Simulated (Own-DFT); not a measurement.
## Calculated data, In31GaP32 (zincblende with substituted atoms, atoms displaced)

A calculation, not a measurement: plane-wave PBE density functional theory by an unreviewed code, no spin, of a simulated periodic cell, stress positive in tension, free energy of the whole cell less one offset for each atom, not probed for a lower state with spin; forces on such cells moved up to 12 meV/angstrom on a denser k mesh; offsets are fitted by least squares, one for each functional and potential file, so energies compare only between cells with the same atoms and settings and are not formation energies; the far tail of each file's local potential was reset to the Coulomb form; each entry is a single point on an unrelaxed cell, so the pressure reflects the starting lattice, mostly measured values (interpolated for alloys), from which strain is counted, and rises with the displacements; printed positions are rounded, which can move forces by about a meV/angstrom; the program, named Own-DFT, is a retired in-house code; no spin-orbit coupling; before rounding, a Quantum ESPRESSO 7.3.1 run of the same cell and cutoff gave forces within 1 meV/angstrom rms on each cell, which checks the program and not the settings. Program: Own-DFT development build.

Common to all runs: functional PBE; potential files PseudoDojo norm-conserving, scalar-relativistic, standard set; wave cutoff 42 hartree; occupations Fermi-Dirac; smearing width 0.1 eV; k mesh 3 x 3 x 3 centred on Gamma.

(1) In31GaP32 (zincblende with substituted atoms, atoms displaced)

```
CELL_PARAMETERS angstrom
11.73740 0.00000 0.00000
0.00000 11.73740 0.00000
0.00000 0.00000 11.73740
ATOMIC_POSITIONS crystal
In 0.00281 0.00490 0.00429
In 0.99721 0.25062 0.24477
In 0.25278 0.99782 0.25441
In 0.24258 0.24492 0.00313
P 0.13114 0.11796 0.10602
P 0.13323 0.37202 0.38083
P 0.36724 0.13130 0.37173
P 0.37272 0.38008 0.12220
In 0.99021 0.00941 0.49411
Ga 0.00366 0.25571 0.74383
In 0.25320 0.99446 0.75288
In 0.25084 0.25205 0.50534
P 0.12331 0.12133 0.63247
P 0.12804 0.35979 0.85878
P 0.38339 0.13637 0.86708
P 0.37687 0.36379 0.61872
In 0.01506 0.50083 0.99035
In 0.99605 0.74401 0.25200
In 0.26272 0.49135 0.24588
In 0.24451 0.74459 0.99426
P 0.12851 0.63432 0.12412
P 0.11905 0.87145 0.37539
P 0.37180 0.63806 0.37159
P 0.37477 0.87089 0.12717
In 0.00529 0.50797 0.49945
In 0.99909 0.75445 0.74655
In 0.25549 0.50348 0.73946
In 0.24259 0.75603 0.50137
P 0.11702 0.63329 0.62607
P 0.13751 0.86506 0.87318
P 0.36831 0.62801 0.86147
P 0.37803 0.87844 0.62679
In 0.48719 0.99422 0.00808
In 0.49987 0.25631 0.24645
In 0.75518 0.99560 0.25253
In 0.74973 0.25414 0.00003
P 0.62326 0.12942 0.11679
P 0.61309 0.37463 0.36431
P 0.87455 0.12092 0.36855
P 0.88206 0.38154 0.13315
In 0.51294 0.00135 0.50344
In 0.49631 0.25533 0.74300
In 0.74072 0.99502 0.75553
In 0.75445 0.25308 0.50298
P 0.62128 0.11187 0.62495
P 0.63091 0.37212 0.87133
P 0.87006 0.11285 0.87447
P 0.87450 0.37839 0.62838
In 0.50127 0.50069 0.99574
In 0.49668 0.74353 0.25194
In 0.74525 0.50883 0.24684
In 0.75809 0.74269 0.99618
P 0.62378 0.62175 0.12412
P 0.62615 0.86080 0.38839
P 0.88925 0.62869 0.38261
P 0.86770 0.88163 0.11727
In 0.49127 0.50666 0.49279
In 0.49796 0.74759 0.73999
In 0.74850 0.49698 0.74878
In 0.75615 0.73647 0.50064
P 0.62936 0.62892 0.62407
P 0.62858 0.87956 0.87607
P 0.88205 0.62886 0.87757
P 0.86742 0.88398 0.62176
```

- free energy of cell above offsets: -30.487 eV
- pressure: 3.68 GPa
- stress xx: -3.62 GPa
- stress yy: -3.59 GPa
- stress zz: -3.82 GPa
- stress yz: 0.38 GPa
- stress xz: 0 GPa
- stress xy: -0.41 GPa

Force:
| element | x (eV/Å) | y (eV/Å) | z (eV/Å) |
| --- | --- | --- | --- |
| In | -0.731 | -1.473 | -1.615 |
| In | 1.127 | -0.517 | 0.378 |
| In | -0.548 | -0.152 | -0.288 |
| In | 1.663 | 1.151 | -1.482 |
| P | -0.251 | 0.055 | 3.186 |
| P | -0.816 | 0.505 | -0.816 |
| P | 1.152 | -0.403 | 0.353 |
| P | 0.639 | -1.161 | -1.371 |
| In | 1.15 | -0.828 | 0.973 |
| Ga | -0.742 | -1.129 | 0.017 |
| In | 0.248 | 0.823 | 0.212 |
| In | -0.854 | -1.384 | -0.14 |
| P | -0.554 | 0.67 | -0.278 |
| P | -0.109 | 1.055 | 0.3 |
| P | -1.07 | -1.265 | 1.239 |
| P | 0.166 | 2.265 | -0.023 |
| In | -0.14 | -0.443 | 0.344 |
| In | 0.191 | 1.341 | -1.161 |
| In | -1.544 | 1.536 | 1.145 |
| In | 1.335 | 0.038 | 0.619 |
| P | -0.106 | -1.545 | 0.576 |
| P | -0.165 | 0.903 | -0.244 |
| P | -1.087 | -1.263 | 0.746 |
| P | -0.712 | -0.682 | 0.183 |
| In | 0.407 | -1.503 | 0.373 |
| In | -0.634 | 0.952 | 0.282 |
| In | -0.775 | -0.854 | -0.309 |
| In | 0.514 | 0.154 | 0.316 |
| P | 1.104 | -0.714 | -0.118 |
| P | -1.744 | 1.358 | -0.233 |
| P | 1.008 | -0.333 | 1.104 |
| P | -0.273 | -0.028 | -0.95 |
| In | 1.099 | 0.995 | -1.184 |
| In | -0.713 | -1.383 | -0.824 |
| In | -1.68 | -0.138 | -0.178 |
| In | 1.013 | -0.35 | 0.143 |
| P | -0.172 | -0.635 | 1.002 |
| P | 1.629 | 1.009 | 1.585 |
| P | -0.333 | 1.478 | -0.041 |
| P | -0.534 | 0.486 | -1.317 |
| In | -1.997 | -0.878 | -1.59 |
| In | 1.564 | -0.507 | 0.191 |
| In | 0.836 | 0.468 | -0.708 |
| In | -0.844 | -0.433 | -0.439 |
| P | 1.287 | 2.587 | 0.888 |
| P | -0.842 | 0.284 | 0.012 |
| P | 0.882 | 1.823 | -0.401 |
| P | 1.191 | -0.492 | -0.175 |
| In | -0.294 | 0.006 | -0.685 |
| In | 1.154 | 1.064 | -0.54 |
| In | 0.854 | -0.746 | 0.989 |
| In | -1.096 | 0.792 | 0.257 |
| P | -0.201 | 0.903 | -0.599 |
| P | 0.106 | 0.612 | -1.439 |
| P | -1.71 | -0.85 | -0.989 |
| P | 0.945 | -0.98 | 0.592 |
| In | 0.525 | -0.252 | 0.293 |
| In | 0.614 | 0.691 | 0.869 |
| In | 0.226 | 0.88 | 0.423 |
| In | 0.361 | 1.143 | 0.372 |
| P | -0.603 | -1.3 | 0.027 |
| P | -1.546 | -1.7 | 0.968 |
| P | 0.031 | -0.979 | -0.938 |
| P | 0.4 | -0.726 | 0.122 |

(2) In31GaP32 (zincblende with substituted atoms, atoms displaced)

```
CELL_PARAMETERS angstrom
11.73740 0.00000 0.00000
0.00000 11.73740 0.00000
0.00000 0.00000 11.73740
ATOMIC_POSITIONS crystal
In 0.00171 0.00084 0.00641
In 0.99008 0.25900 0.24345
In 0.24805 0.99446 0.25185
In 0.25196 0.25074 0.00843
P 0.12385 0.13627 0.12637
P 0.11490 0.37958 0.37874
P 0.37729 0.12965 0.38254
P 0.36223 0.37099 0.12188
In 0.00026 0.99485 0.49715
In 0.99991 0.25397 0.74738
In 0.24118 0.99642 0.75098
In 0.24500 0.24541 0.50415
P 0.10670 0.11543 0.62514
P 0.12735 0.37852 0.89096
P 0.36683 0.10879 0.88507
P 0.37369 0.36765 0.63277
In 0.99393 0.49456 0.99469
In 0.00288 0.74501 0.25196
In 0.25101 0.50273 0.23815
In 0.25074 0.75445 0.99559
P 0.11106 0.61612 0.11053
P 0.11729 0.87267 0.37419
P 0.37499 0.62475 0.37383
P 0.38736 0.87179 0.11762
In 0.98929 0.52044 0.50627
In 0.00557 0.74724 0.76581
In 0.25042 0.49920 0.74954
In 0.25038 0.75725 0.50302
P 0.12487 0.61655 0.62481
P 0.12874 0.88066 0.87031
P 0.37833 0.62866 0.88444
P 0.37248 0.87405 0.63098
In 0.50521 0.00233 0.00736
In 0.49144 0.24812 0.24392
In 0.73924 0.99709 0.26161
In 0.75017 0.25038 0.99954
P 0.63384 0.11277 0.12188
P 0.62788 0.37280 0.36613
P 0.87214 0.11625 0.37132
P 0.88047 0.36531 0.11687
In 0.49845 0.00174 0.50346
In 0.49579 0.24481 0.75706
In 0.76379 0.00255 0.74500
Ga 0.74712 0.26052 0.50287
P 0.62124 0.13158 0.62333
P 0.62933 0.38336 0.87842
P 0.87837 0.14692 0.87068
P 0.87507 0.37204 0.63414
In 0.49898 0.49963 0.99173
In 0.50066 0.75082 0.25990
In 0.75811 0.49590 0.26744
In 0.75627 0.75884 0.98580
P 0.62023 0.61982 0.13382
P 0.61351 0.87936 0.37094
P 0.86667 0.62707 0.37835
P 0.87428 0.88725 0.12781
In 0.50960 0.49682 0.50085
In 0.50370 0.74305 0.72427
In 0.74420 0.50135 0.75847
In 0.74525 0.75696 0.49499
P 0.62362 0.61888 0.63178
P 0.62564 0.88420 0.87145
P 0.86487 0.61906 0.87493
P 0.88089 0.86997 0.62710
```

* free energy of cell above offsets: -29.906 eV
* pressure: 3.71 GPa
* stress xx: -3.87 GPa
* stress yy: -3.77 GPa
* stress zz: -3.48 GPa
* stress yz: -0.42 GPa
* stress xz: -0.37 GPa
* stress xy: -0.13 GPa

Force:
| element | x (eV/Å) | y (eV/Å) | z (eV/Å) |
| --- | --- | --- | --- |
| In | 0.084 | 1.047 | -0.663 |
| In | 1.154 | -1.287 | 1.752 |
| In | 0.472 | 0.577 | -0.544 |
| In | -0.619 | -1.184 | -1.442 |
| P | -0.055 | -1.305 | 0.64 |
| P | 0.291 | 0.287 | -0.064 |
| P | -0.568 | -0.627 | -0.628 |
| P | 2.262 | 0.988 | 0.39 |
| In | -1.076 | -0.027 | -0.311 |
| In | 1.389 | 0.522 | 0.519 |
| In | 0.738 | 1.12 | -0.95 |
| In | -0.672 | 0.406 | 0.058 |
| P | 1.648 | 0.779 | 0.305 |
| P | 0.399 | -0.647 | -2.033 |
| P | 0.27 | 1.233 | -0.45 |
| P | 0.127 | 0.438 | -0.671 |
| In | -0.925 | 0.056 | -0.195 |
| In | -0.661 | -0.07 | -0.956 |
| In | -0.999 | 0.173 | 1.042 |
| In | -0.275 | -0.175 | 0.578 |
| P | 1.283 | 1.482 | 1.109 |
| P | 0.991 | -0.244 | 0.023 |
| P | -0.385 | -0.279 | 0.598 |
| P | -1.284 | -0.226 | 1.244 |
| In | 0.038 | -2.012 | -0.124 |
| In | -0.38 | -0.666 | -1.022 |
| In | 0.246 | -0.107 | 0.938 |
| In | -0.312 | -0.849 | -0.35 |
| P | 0.486 | 1.598 | 0.733 |
| P | -1.06 | -0.713 | 1.622 |
| P | -0.241 | 0.236 | -1.915 |
| P | -0.072 | 0.674 | -0.598 |
| In | -0.073 | -0.426 | -1.005 |
| In | 0.669 | -0.242 | -0.229 |
| In | 1.016 | 0.22 | -0.737 |
| In | -0.606 | -0.089 | 0.083 |
| P | -0.428 | 1.79 | 0.546 |
| P | -0.266 | -1.15 | 1.372 |
| P | -0.216 | 1.582 | 0.944 |
| P | -1.667 | 1.781 | 0.234 |
| In | -0.126 | 0.185 | 0.338 |
| In | 0.075 | -0.168 | 0.614 |
| In | -0.69 | 0.718 | 0.38 |
| Ga | 0.11 | -0.752 | -0.132 |
| P | 1.193 | 0.098 | -0.192 |
| P | -0.963 | -1.691 | 0.178 |
| P | -0.236 | -2.311 | 0.62 |
| P | -1.23 | 0.993 | -1.587 |
| In | 0.027 | 0.005 | 1.575 |
| In | -0.437 | -0.857 | -1.374 |
| In | -0.317 | -0.123 | -2.511 |
| In | -0.871 | 0.083 | 1.571 |
| P | 0.919 | 0.202 | -0.442 |
| P | 0.326 | -0.262 | 1.493 |
| P | 0.613 | 1.128 | -0.08 |
| P | -0.233 | -1.337 | 0.257 |
| In | -0.98 | -0.467 | -0.252 |
| In | -0.975 | 1.247 | 2.992 |
| In | 0.617 | -0.538 | -1.205 |
| In | -0.265 | 0.071 | 0.743 |
| P | 1.545 | -0.487 | -1.868 |
| P | -0.104 | -0.493 | -0.974 |
| P | 1.344 | 0.562 | 0.195 |
| P | -0.061 | -0.471 | -0.178 |

(3) In31GaP32 (zincblende with substituted atoms, atoms displaced)

```
CELL_PARAMETERS angstrom
11.73740 0.00000 0.00000
0.00000 11.73740 0.00000
0.00000 0.00000 11.73740
ATOMIC_POSITIONS crystal
In 0.01974 0.00342 0.00975
In 0.99980 0.25413 0.25576
In 0.25334 0.00135 0.24883
In 0.24515 0.24757 0.99559
P 0.11831 0.12557 0.11659
P 0.12898 0.36658 0.37003
P 0.37617 0.11498 0.36752
P 0.37663 0.37193 0.12407
In 0.01104 0.00014 0.50475
In 0.99306 0.25130 0.74651
Ga 0.24625 0.00363 0.75417
In 0.23950 0.24850 0.49278
P 0.13269 0.12633 0.63685
P 0.12495 0.36227 0.88388
P 0.37178 0.13264 0.87506
P 0.36977 0.37814 0.63082
In 0.01146 0.50109 0.99398
In 0.99523 0.75029 0.24510
In 0.24776 0.49741 0.25038
In 0.24800 0.74962 0.00346
P 0.12218 0.61266 0.14393
P 0.11664 0.88337 0.37203
P 0.36880 0.63424 0.36679
P 0.37205 0.87100 0.12602
In 0.99895 0.50430 0.49731
In 0.99637 0.75600 0.75645
In 0.26052 0.50359 0.75487
In 0.24797 0.74539 0.50156
P 0.10752 0.62499 0.61846
P 0.12520 0.87357 0.88891
P 0.36378 0.62774 0.87263
P 0.37910 0.86800 0.62936
In 0.49290 0.98928 0.98936
In 0.50365 0.25000 0.25921
In 0.75579 0.99757 0.24766
In 0.76064 0.25652 0.99996
P 0.60755 0.11972 0.11384
P 0.62873 0.37930 0.37863
P 0.86943 0.13822 0.36521
P 0.87577 0.36650 0.12469
In 0.50325 0.99882 0.50158
In 0.50399 0.25900 0.74958
In 0.73544 0.00596 0.74752
In 0.74639 0.25850 0.51069
P 0.61040 0.12774 0.62152
P 0.63289 0.37053 0.87528
P 0.86339 0.12781 0.86412
P 0.86752 0.37584 0.61877
In 0.49433 0.48867 0.00503
In 0.50118 0.74024 0.24201
In 0.75173 0.48668 0.24404
In 0.75118 0.73011 0.99955
P 0.62631 0.62437 0.12581
P 0.62075 0.87429 0.37540
P 0.87522 0.62305 0.36365
P 0.86645 0.87939 0.12476
In 0.49244 0.50470 0.49537
In 0.49358 0.75316 0.75731
In 0.75202 0.49628 0.73870
In 0.75480 0.74123 0.49382
P 0.63042 0.61661 0.62159
P 0.61966 0.87806 0.87302
P 0.88031 0.61851 0.87919
P 0.88320 0.86967 0.63247
```

- free energy of cell above offsets: -29.838 eV
- pressure: 3.86 GPa
- stress xx: -3.72 GPa
- stress yy: -3.9 GPa
- stress zz: -3.95 GPa
- stress yz: -0.95 GPa
- stress xz: -0.39 GPa
- stress xy: 0.03 GPa

Force:
| element | x (eV/Å) | y (eV/Å) | z (eV/Å) |
| --- | --- | --- | --- |
| In | -3.517 | -1.591 | -1.809 |
| In | 0.096 | -0.563 | -1.079 |
| In | -1.027 | -0.392 | -0.656 |
| In | 1.016 | -0.449 | 1.249 |
| P | 1.981 | 2.056 | 2.847 |
| P | -0.617 | 1.482 | 0.418 |
| P | 0.064 | 1.133 | 1.301 |
| P | -0.925 | -0.689 | 0.902 |
| In | -1.238 | 0.813 | 0.345 |
| In | 0.087 | -0.006 | 0.219 |
| Ga | 0.719 | -0.359 | 0.368 |
| In | 1.59 | -0.902 | 0.995 |
| P | -0.152 | -0.421 | -0.263 |
| P | -0.562 | 1.559 | -1.958 |
| P | -0.007 | -1.252 | -1.025 |
| P | 0.27 | -0.456 | -1.349 |
| In | -0.328 | -0.461 | 1.064 |
| In | 0 | 0.738 | 0.084 |
| In | 1.329 | -0.793 | 0.428 |
| In | -0.232 | -0.768 | 0.902 |
| P | -0.494 | 1.378 | -2.022 |
| P | 1.047 | -1.065 | -0.379 |
| P | 0.132 | -0.95 | 0.48 |
| P | 0.27 | -0.024 | -0.138 |
| In | -0.612 | -1.011 | -1.053 |
| In | 0.711 | -0.673 | 0.673 |
| In | -2.346 | -0.719 | -0.761 |
| In | -0.607 | 0.798 | 0.027 |
| P | 1.739 | 0.427 | 1.508 |
| P | 0.499 | 0.372 | -1.914 |
| P | 1.464 | 0.229 | 1.437 |
| P | -1.498 | 1.34 | -0.254 |
| In | -0.776 | 0.841 | 0.653 |
| In | 0.151 | -0.28 | -0.754 |
| In | -1.657 | 1.001 | 0.37 |
| In | -1.333 | -1.67 | -0.12 |
| P | 1.464 | 0.532 | 0.684 |
| P | -0.768 | -0.109 | 0.061 |
| P | -0.181 | -1.045 | 1.784 |
| P | 1.147 | 1.248 | -0.082 |
| In | -0.907 | -0.652 | -0.411 |
| In | -0.635 | -0.294 | 0.317 |
| In | 0.651 | -0.54 | -0.507 |
| In | -0.675 | -1.56 | -1.322 |
| P | 0.965 | 0.46 | 0.134 |
| P | -0.373 | 1.037 | -0.009 |
| P | 1.105 | -0.513 | 0.861 |
| P | 2.098 | 0.372 | 0.351 |
| In | 0.825 | 1.066 | -1.105 |
| In | -0.012 | 1.292 | 0.54 |
| In | -0.043 | 0.77 | 0.098 |
| In | -0.005 | 1.816 | -0.206 |
| P | -0.258 | -1.452 | -0.224 |
| P | 0.656 | -0.462 | -0.289 |
| P | -0.189 | -0.603 | 0.209 |
| P | 1.192 | -1.025 | -1.361 |
| In | -0.061 | -0.052 | 0.152 |
| In | 0.965 | -0.936 | -0.339 |
| In | -0.219 | 0.311 | 1.518 |
| In | -0.174 | 0.721 | 0.408 |
| P | -1.053 | 1.144 | 0.104 |
| P | 1.103 | -1.305 | 0.106 |
| P | -0.21 | -0.15 | -1.018 |
| P | -1.641 | 1.254 | -1.188 |

(4) In31GaP32 (zincblende with substituted atoms, atoms displaced)

```
CELL_PARAMETERS angstrom
11.73740 0.00000 0.00000
0.00000 11.73740 0.00000
0.00000 0.00000 11.73740
ATOMIC_POSITIONS crystal
In 0.00739 0.99622 0.00416
In 0.00862 0.25043 0.24894
In 0.25195 0.00551 0.23624
In 0.25042 0.25400 0.99226
P 0.12573 0.12768 0.12291
P 0.12916 0.37229 0.38986
P 0.39207 0.11215 0.37359
P 0.37024 0.37412 0.11463
In 0.00298 0.99243 0.50980
In 0.99796 0.25405 0.74718
In 0.26347 0.00601 0.75013
In 0.24056 0.24692 0.49671
P 0.12280 0.13044 0.61109
P 0.11502 0.37113 0.87415
P 0.37383 0.12531 0.87634
P 0.37716 0.37714 0.61846
In 0.00594 0.50402 0.99767
In 0.99547 0.75040 0.26054
In 0.26203 0.49943 0.25293
In 0.23936 0.75004 0.98845
P 0.10869 0.63231 0.11605
P 0.12932 0.86260 0.37727
P 0.37287 0.61587 0.37513
P 0.36800 0.86041 0.12540
In 0.99007 0.49585 0.49904
In 0.00031 0.74930 0.74477
In 0.25002 0.48602 0.74839
Ga 0.25200 0.75390 0.51105
P 0.11825 0.63690 0.62972
P 0.13301 0.88042 0.86898
P 0.38344 0.63042 0.88374
P 0.37966 0.87962 0.61868
In 0.50521 0.99213 0.99019
In 0.49698 0.25462 0.24875
In 0.74745 0.00925 0.25872
In 0.74896 0.24476 0.99741
P 0.62777 0.12165 0.12188
P 0.61762 0.38394 0.38473
P 0.87260 0.13199 0.37043
P 0.87997 0.37272 0.13459
In 0.50896 0.98674 0.50463
In 0.49919 0.25507 0.75202
In 0.75136 0.00438 0.74489
In 0.76404 0.25204 0.49894
P 0.61262 0.12245 0.62456
P 0.63873 0.38213 0.88365
P 0.86344 0.11604 0.87625
P 0.87816 0.38265 0.63187
In 0.49874 0.49846 0.00818
In 0.49789 0.74742 0.24722
In 0.75777 0.49941 0.24465
In 0.74998 0.74914 0.99701
P 0.63590 0.63341 0.12505
P 0.62044 0.87779 0.37512
P 0.87462 0.62665 0.37850
P 0.87968 0.88186 0.13068
In 0.49352 0.49934 0.49558
In 0.49741 0.74574 0.74938
In 0.76606 0.49649 0.75386
In 0.75174 0.75003 0.50216
P 0.62287 0.62542 0.64027
P 0.62798 0.85704 0.88262
P 0.87162 0.63345 0.87615
P 0.87066 0.86443 0.62403
```

- free energy of cell above offsets: -29.959 eV
- pressure: 3.78 GPa
- stress xx: -3.65 GPa
- stress yy: -3.87 GPa
- stress zz: -3.83 GPa
- stress yz: -0.54 GPa
- stress xz: 0.28 GPa
- stress xy: 0.55 GPa

Force:
| element | x (eV/Å) | y (eV/Å) | z (eV/Å) |
| --- | --- | --- | --- |
| In | -0.464 | 0.085 | -0.626 |
| In | -0.003 | 0.256 | 0.701 |
| In | 0.534 | -0.858 | 1.29 |
| In | -0.653 | -0.504 | 0.116 |
| P | 0.231 | 0.443 | -0.455 |
| P | -0.867 | 1.375 | -2.103 |
| P | -1.501 | 0.813 | -0.071 |
| P | 0.169 | -0.13 | 1.059 |
| In | -0.455 | -0.336 | -1.218 |
| In | -0.289 | -1.513 | 0.157 |
| In | -1.166 | -0.166 | -1.036 |
| In | 2.874 | -0.672 | -0.146 |
| P | -0.252 | -0.889 | 2.284 |
| P | 0.76 | 0.235 | 0.024 |
| P | 0.911 | 0.461 | 0.272 |
| P | -0.583 | -1.001 | 0.442 |
| In | -1.483 | -0.511 | -0.093 |
| In | 0.124 | 0.132 | -0.796 |
| In | -2.05 | -0.399 | -1.004 |
| In | 0.553 | -0.548 | 0.844 |
| P | 1.66 | 0.058 | 1.43 |
| P | 0.911 | 0.934 | 0.617 |
| P | -0.063 | 2.431 | 0.94 |
| P | 0.138 | 1.007 | -0.815 |
| In | 1.176 | 0.982 | 0.027 |
| In | -0.533 | 0.952 | 1.53 |
| In | -0.02 | 1.499 | 0.283 |
| Ga | -0.368 | -0.327 | -0.555 |
| P | 1.985 | -1.725 | -1.521 |
| P | -0.939 | 0.416 | -0.645 |
| P | -1.157 | -1.093 | -0.566 |
| P | -1.179 | -1.511 | 0.742 |
| In | -0.378 | -0.174 | 1.044 |
| In | 0.535 | -0.318 | 0.052 |
| In | -0.117 | -0.734 | -0.723 |
| In | 0.407 | 0.329 | 0.863 |
| P | -0.866 | 0.269 | 0.132 |
| P | 1.62 | -1.113 | -1.379 |
| P | 1.366 | -0.657 | 0.64 |
| P | 0.143 | -0.212 | -1.543 |
| In | -0.221 | 1.084 | -0.437 |
| In | 0.388 | 0.374 | 0.271 |
| In | -1.042 | -1.131 | -0.187 |
| In | -1.638 | 0.361 | 0.538 |
| P | 1.418 | 0.722 | 0.162 |
| P | -1.166 | -0.226 | -0.581 |
| P | 1.944 | 0.605 | 0.031 |
| P | -0.029 | -1.21 | -0.897 |
| In | 1.101 | 0.795 | -0.399 |
| In | 0.195 | -0.184 | 0.459 |
| In | -0.921 | 0.285 | 0.885 |
| In | 1.332 | 0.351 | 1.41 |
| P | -0.895 | -1.138 | 0.58 |
| P | 1.093 | -1.193 | -0.621 |
| P | -0.488 | -0.56 | -0.101 |
| P | -0.704 | -0.427 | 0.125 |
| In | 0.675 | 1.063 | 1.354 |
| In | -0.253 | 0.731 | 0.254 |
| In | -1.614 | 1.212 | 0.564 |
| In | -1.421 | -0.643 | -0.336 |
| P | 0.73 | -0.948 | -1.626 |
| P | -0.724 | 1.968 | -1.983 |
| P | 1.21 | -0.682 | -0.196 |
| P | 0.319 | 1.503 | 0.54 |
